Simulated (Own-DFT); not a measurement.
Simulation results for SiC (4H silicon carbide, atoms displaced)

All values are calculated (Own-DFT development build). A calculation, not a measurement: plane-wave PBE density functional theory by an unreviewed code, no spin, of a simulated periodic cell, stress positive in tension, free energy of the whole cell less one offset for each atom, forces on such cells passed a denser k mesh, this cell's mesh not checked; offsets are fitted by least squares, one for each functional and potential file, so energies compare only between cells with the same atoms and settings and are not formation energies; the far tail of each file's local potential was reset to the Coulomb form; each entry is a single point on an unrelaxed cell, so the pressure reflects the starting lattice, mostly measured values (interpolated for alloys), from which strain is counted, and rises with the displacements; printed positions are rounded, which can move forces by about a meV/angstrom; the program, named Own-DFT, is a retired in-house code; no spin-orbit coupling.

Common to all runs: functional PBE; potential files PseudoDojo norm-conserving, scalar-relativistic, standard set; wave cutoff 42 hartree; occupations Fermi-Dirac; smearing width 0.1 eV; hardware one NVIDIA H100; k mesh 5 x 5 x 3 centred on Gamma.

```yaml
- entry: 1
  formula: SiC
  kind: "4H silicon carbide, atoms displaced"
  structure:
    cell_angstrom: [[6.1654, 0.0, 0.0], [-3.0827, 5.3394, 0.0], [0.0, 0.0, 10.0681]]
    atoms_fractional:
      - [Si, 0.9978, 0.99933, 0.39479]
      - [Si, 0.16857, 0.3285, 0.15414]
      - [C, 0.00965, 0.01747, 0.09442]
      - [C, 0.17864, 0.33075, 0.3491]
      - [Si, 0.00861, 0.52098, 0.39972]
      - [Si, 0.17789, 0.83198, 0.15616]
      - [C, 0.00585, 0.51532, 0.08726]
      - [C, 0.15626, 0.8297, 0.33562]
      - [Si, 0.5028, 0.00161, 0.40352]
      - [Si, 0.66078, 0.32989, 0.16432]
      - [C, 0.5137, 0.00232, 0.10284]
      - [C, 0.68473, 0.32, 0.34571]
      - [Si, 0.49995, 0.49719, 0.39713]
      - [Si, 0.67252, 0.83766, 0.16709]
      - [C, 0.52339, 0.51738, 0.08702]
      - [C, 0.65633, 0.8303, 0.34244]
      - [Si, 0.00204, 0.9959, 0.90686]
      - [Si, 0.83046, 0.6661, 0.65284]
      - [C, 0.00503, 0.98962, 0.60516]
      - [C, 0.84042, 0.66064, 0.84472]
      - [Si, 0.00518, 0.50496, 0.90864]
      - [Si, 0.82557, 0.16657, 0.64856]
      - [C, 0.02451, 0.52669, 0.59897]
      - [C, 0.82478, 0.16498, 0.842]
      - [Si, 0.50118, 0.98888, 0.89838]
      - [Si, 0.34002, 0.68225, 0.66187]
      - [C, 0.50626, 0.99727, 0.59774]
      - [C, 0.34157, 0.66991, 0.84317]
      - [Si, 0.51202, 0.50712, 0.90148]
      - [Si, 0.32962, 0.18238, 0.66089]
      - [C, 0.49587, 0.49026, 0.59977]
      - [C, 0.33146, 0.16721, 0.84412]
  results:
    "free_energy_of_cell_above_offsets [eV]": "-2.088"
    "pressure [GPa]": 5.84
    "stress_xx [GPa]": -3.09
    "stress_yy [GPa]": -8.76
    "stress_zz [GPa]": -5.67
    "stress_yz [GPa]": 0.24
    "stress_xz [GPa]": -0.6
    "stress_xy [GPa]": -2.14
    force_element: [Si, Si, C, C, Si, Si, C, C, Si, Si, C, C, Si, Si, C, C, Si, Si, C, C, Si, Si, C, C, Si, Si, C, C, Si, Si, C, C]
    "force_x [eV/angstrom]": [0.04, 0.167, 0.56, -2.057, 1.868, -0.905, 0.551, 1.037, -0.924, 1.264, -0.993, -2.332, 1.458, 0.527, -1.19, 1.257, -1.011, 0.793, -1.954, -0.683, 0.194, 2.496, -1.671, 1.584, -0.833, 1.232, -1.966, -0.32, 0.109, 1.426, -0.31, 0.587]
    "force_y [eV/angstrom]": [-0.249, 2.981, -2.61, 0.463, -2.311, 1.128, -1.776, 1.685, -1.213, 0.968, -0.114, 1.954, -0.228, 0.065, -1.274, -0.27, 0.526, -0.622, 1.776, 1.018, -1.272, 1.36, -2.473, 0.477, 2.17, -1.407, 1.225, -1.128, -0.798, -2.778, 2.655, 0.071]
    "force_z [eV/angstrom]": [2.924, -0.206, 0.156, -1.861, 2.663, -1.76, 2.446, 0.956, 1.757, -2.842, -1.576, 0.094, 2.793, -3.841, 2.119, 1.703, -0.461, 1.46, -3.143, -0.593, -1.428, 1.662, -2.19, -0.057, 2.184, -0.813, -2.034, 0.631, 0.619, -0.032, -2.189, 0.859]
    "wall_time [s]": 127.9
- entry: 2
  formula: SiC
  kind: "4H silicon carbide, atoms displaced"
  structure:
    cell_angstrom: [[6.1654, 0.0, 0.0], [-3.0827, 5.3394, 0.0], [0.0, 0.0, 10.0681]]
    atoms_fractional:
      - [Si, 0.9951, 0.99423, 0.41424]
      - [Si, 0.15304, 0.33582, 0.16989]
      - [C, 0.00293, 0.01712, 0.10035]
      - [C, 0.19399, 0.33384, 0.35031]
      - [Si, 0.99439, 0.52169, 0.41106]
      - [Si, 0.15668, 0.83152, 0.16667]
      - [C, 0.99781, 0.49972, 0.10374]
      - [C, 0.1583, 0.85558, 0.34703]
      - [Si, 0.49612, 0.99655, 0.4016]
      - [Si, 0.66629, 0.32768, 0.15472]
      - [C, 0.50377, 0.99918, 0.09776]
      - [C, 0.66794, 0.33257, 0.33964]
      - [Si, 0.49373, 0.49906, 0.40199]
      - [Si, 0.65826, 0.79938, 0.15579]
      - [C, 0.50643, 0.49434, 0.09558]
      - [C, 0.66096, 0.82084, 0.33639]
      - [Si, 0.99797, 0.00607, 0.90643]
      - [Si, 0.83441, 0.66936, 0.65773]
      - [C, 0.98773, 0.9974, 0.59468]
      - [C, 0.84867, 0.69345, 0.85395]
      - [Si, 0.98255, 0.4835, 0.90848]
      - [Si, 0.84903, 0.16571, 0.65083]
      - [C, 0.98974, 0.49983, 0.59958]
      - [C, 0.8193, 0.15376, 0.84827]
      - [Si, 0.49555, 0.99736, 0.91128]
      - [Si, 0.31816, 0.66616, 0.6511]
      - [C, 0.48998, 0.00818, 0.59466]
      - [C, 0.33793, 0.67326, 0.83862]
      - [Si, 0.50631, 0.50757, 0.91055]
      - [Si, 0.33604, 0.14653, 0.65782]
      - [C, 0.51447, 0.49554, 0.58847]
      - [C, 0.33413, 0.1618, 0.84686]
  results:
    "free_energy_of_cell_above_offsets [eV]": "-1.515"
    "pressure [GPa]": 6.23
    "stress_xx [GPa]": -6.45
    "stress_yy [GPa]": -6.75
    "stress_zz [GPa]": -5.49
    "stress_yz [GPa]": -2.5
    "stress_xz [GPa]": 0.4
    "stress_xy [GPa]": 1.39
    force_element: [Si, Si, C, C, Si, Si, C, C, Si, Si, C, C, Si, Si, C, C, Si, Si, C, C, Si, Si, C, C, Si, Si, C, C, Si, Si, C, C]
    "force_x [eV/angstrom]": [-2.103, 1.927, 0.215, -5.976, 1.234, 0.283, -0.099, 2.738, 0.271, 0.078, -0.386, 0.198, 3.862, -0.579, -1.541, -0.35, 1.012, -1.295, 2.826, -0.086, 1.308, -4.142, 0.743, 0.486, -0.482, 2.962, 4.495, -0.681, -0.539, -3.599, -2.317, -0.463]
    "force_y [eV/angstrom]": [1.79, -0.353, -2.033, -1.401, -1.797, 1.489, 0.562, -2.425, 0.795, -0.493, -1.716, 0.125, 0.907, 4.883, -1.887, 1.208, 1.703, -0.274, -0.704, -4.007, 2.286, 0.451, -0.04, 1.337, -0.887, 0.142, -2.687, -1.5, -0.383, 3.938, -0.167, 1.14]
    "force_z [eV/angstrom]": [-1.421, -1.295, -0.649, -0.166, -0.702, -2.555, -1.2, 0.564, 0.389, 0.714, 0.175, 0.924, 2.001, -0.388, -0.68, 2.214, 2.192, 1.459, 0.007, -1.657, 0.239, 2.287, -1.219, -1.41, -0.039, 0.822, -2.295, 1.266, -1.34, 1.133, 0.946, -0.315]
    "wall_time [s]": 123.0
- entry: 3
  formula: SiC
  kind: "4H silicon carbide, atoms displaced"
  structure:
    cell_angstrom: [[6.1654, 0.0, 0.0], [-3.0827, 5.3394, 0.0], [0.0, 0.0, 10.0681]]
    atoms_fractional:
      - [Si, 0.99526, 0.99382, 0.41328]
      - [Si, 0.15396, 0.3315, 0.15412]
      - [C, 0.00787, 0.01429, 0.09514]
      - [C, 0.17223, 0.33097, 0.34313]
      - [Si, 0.00646, 0.5156, 0.41105]
      - [Si, 0.17326, 0.84054, 0.15779]
      - [C, 0.99799, 0.4924, 0.09566]
      - [C, 0.16773, 0.82996, 0.34032]
      - [Si, 0.49565, 0.01747, 0.40447]
      - [Si, 0.64931, 0.29957, 0.16076]
      - [C, 0.50533, 0.9908, 0.09886]
      - [C, 0.65944, 0.32809, 0.3598]
      - [Si, 0.49527, 0.49348, 0.41932]
      - [Si, 0.66997, 0.82867, 0.1539]
      - [C, 0.50327, 0.5071, 0.10446]
      - [C, 0.67486, 0.84809, 0.33272]
      - [Si, 0.00982, 0.00069, 0.90603]
      - [Si, 0.83216, 0.66607, 0.66303]
      - [C, 0.99904, 0.98858, 0.58486]
      - [C, 0.82537, 0.64155, 0.84467]
      - [Si, -1.0e-05, 0.49672, 0.90536]
      - [Si, 0.81256, 0.15063, 0.65736]
      - [C, 0.01578, 0.50972, 0.60734]
      - [C, 0.83395, 0.18066, 0.83476]
      - [Si, 0.49699, 0.00464, 0.91167]
      - [Si, 0.33406, 0.67989, 0.66451]
      - [C, 0.50244, 0.01315, 0.59179]
      - [C, 0.33526, 0.66951, 0.84177]
      - [Si, 0.50646, 0.50905, 0.91296]
      - [Si, 0.34645, 0.18079, 0.64743]
      - [C, 0.49669, 0.49099, 0.59396]
      - [C, 0.33373, 0.16635, 0.83941]
  results:
    "free_energy_of_cell_above_offsets [eV]": "-1.708"
    "pressure [GPa]": 6.13
    "stress_xx [GPa]": -2.89
    "stress_yy [GPa]": -6.46
    "stress_zz [GPa]": -9.05
    "stress_yz [GPa]": 0.28
    "stress_xz [GPa]": -0.93
    "stress_xy [GPa]": -0.17
    force_element: [Si, Si, C, C, Si, Si, C, C, Si, Si, C, C, Si, Si, C, C, Si, Si, C, C, Si, Si, C, C, Si, Si, C, C, Si, Si, C, C]
    "force_x [eV/angstrom]": [-0.565, 2.112, 0.524, -1.08, 1.126, -0.809, -1.697, -0.715, 2.128, -0.032, -1.258, 0.67, -0.736, 0.872, 0.345, -0.482, -1.363, 0.733, -0.758, -0.906, 0.627, 2.665, -1.801, 0.757, 0.842, 1.161, -0.115, 0.427, -0.51, -1.623, -0.474, -0.064]
    "force_y [eV/angstrom]": [0.708, 1.194, -2.045, 0.14, -2.238, -1.464, 0.865, 1.146, -3.834, 4.705, -0.75, 2.892, 1.723, 0.587, -2.518, -0.94, -0.152, -0.481, 0.683, 3.063, -0.052, 2.36, -1.248, -2.663, 0.002, -0.449, -1.95, 0.562, -1.297, -2.656, 3.492, 0.613]
    "force_z [eV/angstrom]": [-4.383, 1.881, -1.298, 1.21, 0.524, -0.392, -0.58, 0.948, 0.506, 1.128, -1.657, -2.457, -4.197, 0.922, -1.991, 3.571, -0.616, -1.404, 4.209, 0.857, 0.496, -1.432, -2.186, 2.82, -1.445, -1.891, -0.329, 2.627, -0.201, 2.213, 1.823, 0.725]
    "wall_time [s]": 127.3
- entry: 4
  formula: SiC
  kind: "4H silicon carbide, atoms displaced"
  structure:
    cell_angstrom: [[6.1654, 0.0, 0.0], [-3.0827, 5.3394, 0.0], [0.0, 0.0, 10.0681]]
    atoms_fractional:
      - [Si, 0.98256, 0.98899, 0.40576]
      - [Si, 0.16987, 0.34558, 0.15244]
      - [C, 0.00577, 0.00024, 0.09119]
      - [C, 0.1697, 0.34828, 0.3468]
      - [Si, 0.9923, 0.48354, 0.39918]
      - [Si, 0.15259, 0.82453, 0.15677]
      - [C, 0.99051, 0.50981, 0.0999]
      - [C, 0.1773, 0.85643, 0.34717]
      - [Si, 0.50597, 0.99037, 0.40954]
      - [Si, 0.6843, 0.36661, 0.16414]
      - [C, 0.52593, 0.01916, 0.10437]
      - [C, 0.66854, 0.33738, 0.34057]
      - [Si, 0.49095, 0.48627, 0.41083]
      - [Si, 0.66004, 0.83506, 0.15455]
      - [C, 0.50581, 0.49993, 0.0966]
      - [C, 0.66584, 0.82869, 0.34772]
      - [Si, 0.9863, 0.00101, 0.89772]
      - [Si, 0.84953, 0.68849, 0.64557]
      - [C, 0.0046, 0.01086, 0.59486]
      - [C, 0.82728, 0.65785, 0.84862]
      - [Si, 0.00893, 0.50052, 0.92008]
      - [Si, 0.82944, 0.19603, 0.65646]
      - [C, 0.99106, 0.4918, 0.58913]
      - [C, 0.81577, 0.14369, 0.84626]
      - [Si, 0.49009, 0.00107, 0.89704]
      - [Si, 0.34046, 0.66802, 0.66305]
      - [C, 0.5008, 0.99627, 0.59235]
      - [C, 0.34002, 0.67818, 0.83783]
      - [Si, 0.47347, 0.48344, 0.91994]
      - [Si, 0.33977, 0.14813, 0.66373]
      - [C, 0.506, 0.49781, 0.59115]
      - [C, 0.32419, 0.15667, 0.83542]
  results:
    "free_energy_of_cell_above_offsets [eV]": "-0.553"
    "pressure [GPa]": 6.38
    "stress_xx [GPa]": -6.96
    "stress_yy [GPa]": -3.45
    "stress_zz [GPa]": -8.74
    "stress_yz [GPa]": 0.06
    "stress_xz [GPa]": -0.03
    "stress_xy [GPa]": 1.1
    force_element: [Si, Si, C, C, Si, Si, C, C, Si, Si, C, C, Si, Si, C, C, Si, Si, C, C, Si, Si, C, C, Si, Si, C, C, Si, Si, C, C]
    "force_x [eV/angstrom]": [2.008, 0.142, -1.262, 0.949, -0.926, 2.031, 3.049, -0.144, -1.687, -0.912, -3.138, -0.185, 0.306, 1.68, -2.102, -0.517, 2.162, -0.906, -0.297, -0.091, -2.206, 2.107, 0.768, -0.763, 0.846, 0.093, 0.496, -0.495, 2.599, -2.347, -0.242, -1.016]
    "force_y [eV/angstrom]": [2.135, -1.824, 0.892, -2.427, 3.287, 4.152, -0.487, -2.602, 1.066, -4.419, -0.458, -0.711, 1.083, 0.829, 0.764, -1.204, -2.608, -2.57, 1.038, -0.204, -0.005, -4.095, 3.653, 3.873, 0.18, -1.502, -0.221, -2.282, 1.506, 2.477, -0.231, 0.915]
    "force_z [eV/angstrom]": [0.748, 1.997, -0.3, -1.716, 1.738, 1.255, -0.79, -0.5, -1.252, -0.749, -2.389, 1.866, -0.421, 0.726, 0.527, -1.1, 1.483, 2.158, -0.316, -0.395, -3.532, 1.059, -0.348, -1.061, 3.405, -3.559, 0.83, 3.667, -4.189, -4.115, 1.635, 3.638]
    "wall_time [s]": 129.8
```
